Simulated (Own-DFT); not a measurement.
# Point defects and the pressure they add: B20 RuSi

No measurement is shown. These are fixed-geometry runs of a retired plane-wave code named Own-DFT, which no person has reviewed; spin and spin-orbit coupling are neglected.

Common settings: PBE; PseudoDojo norm-conserving scalar-relativistic files; cutoff 50 hartree; 5 x 4 x 5 k mesh centred on Gamma; cold (Marzari-Vanderbilt) smearing of 0.2 eV.

Keep in mind (not all hold for every row): not probed for a lower state with spin; forces on such cells failed a check on a denser k mesh; stress not checked against mesh or cutoff.

All runs share one cell, with vectors in Å (4.709, 0.000, 4.709); (0.000, 9.417, 0.000); (-4.709, 0.000, 4.709) and a volume of 417.6 Å³. u is the rms random offset of the atoms per axis. The defect's site can differ from row to row.

| cell | formula | u (Å) | P (GPa) |
|---|---|---|---|
| no defect | Ru16Si16 | 0.0207 | 4.82 |
| no defect | Ru16Si16 | 0.0218 | 5.12 |
| no defect | Ru16Si16 | 0.0523 | 7.99 |
| one Ru vacancy | Ru15Si16 | 0.0276 | 2.94 |
| one Ru vacancy | Ru15Si16 | 0.0305 | 2.85 |
| one Ru vacancy | Ru15Si16 | 0.0458 | ? |
| one Ru vacancy | Ru15Si16 | 0.0542 | 4.00 |
| one Si on a Ru site | Ru15Si17 | 0.0335 | 5.41 |
| one Si on a Ru site | Ru15Si17 | 0.0492 | 6.60 |
| one Si on a Ru site | Ru15Si17 | 0.0498 | 7.65 |
| one Ru on a Si site | Ru17Si15 | 0.0279 | 7.91 |
| one Ru on a Si site | Ru17Si15 | 0.0296 | 7.97 |
| one Ru on a Si site | Ru17Si15 | 0.0522 | 10.07 |
| one Si vacancy | Ru16Si15 | 0.0281 | 2.09 |
| one Si vacancy | Ru16Si15 | 0.0317 | 2.45 |
| one Si vacancy | Ru16Si15 | 0.0443 | 3.05 |

## What the rows give

P = P0 + c u² + a shift for each defect gives P0 = 4.74 GPa, c = 1018 ± 135 GPa/Å² and a scatter of 0.44 GPa. The shifts, and each times the cell's volume:

- one Ru on a Si site: 2.42 ± 0.36 GPa, 6.3 eV
- one Si on a Ru site: -0.23 ± 0.38 GPa, -0.6 eV (not resolved)
- one Ru vacancy: -3.05 ± 0.36 GPa, -7.9 eV
- one Si vacancy: -3.49 ± 0.36 GPa, -9.1 eV

A positive shift means that the defect pushes the cell outwards. Shift times volume (160.2 GPa Å³ is 1 eV) depends little on the cell's size, so, taken for each site, it can be compared between cells at like pressure. The atoms around the defects weren't relaxed, which would change these numbers.

## Check

Q: what pressure belongs in the blank (one Ru vacancy, u = 0.0458 Å)?

Estimate: 3.83 ± 0.52 GPa. The run itself gave 4.78 GPa.
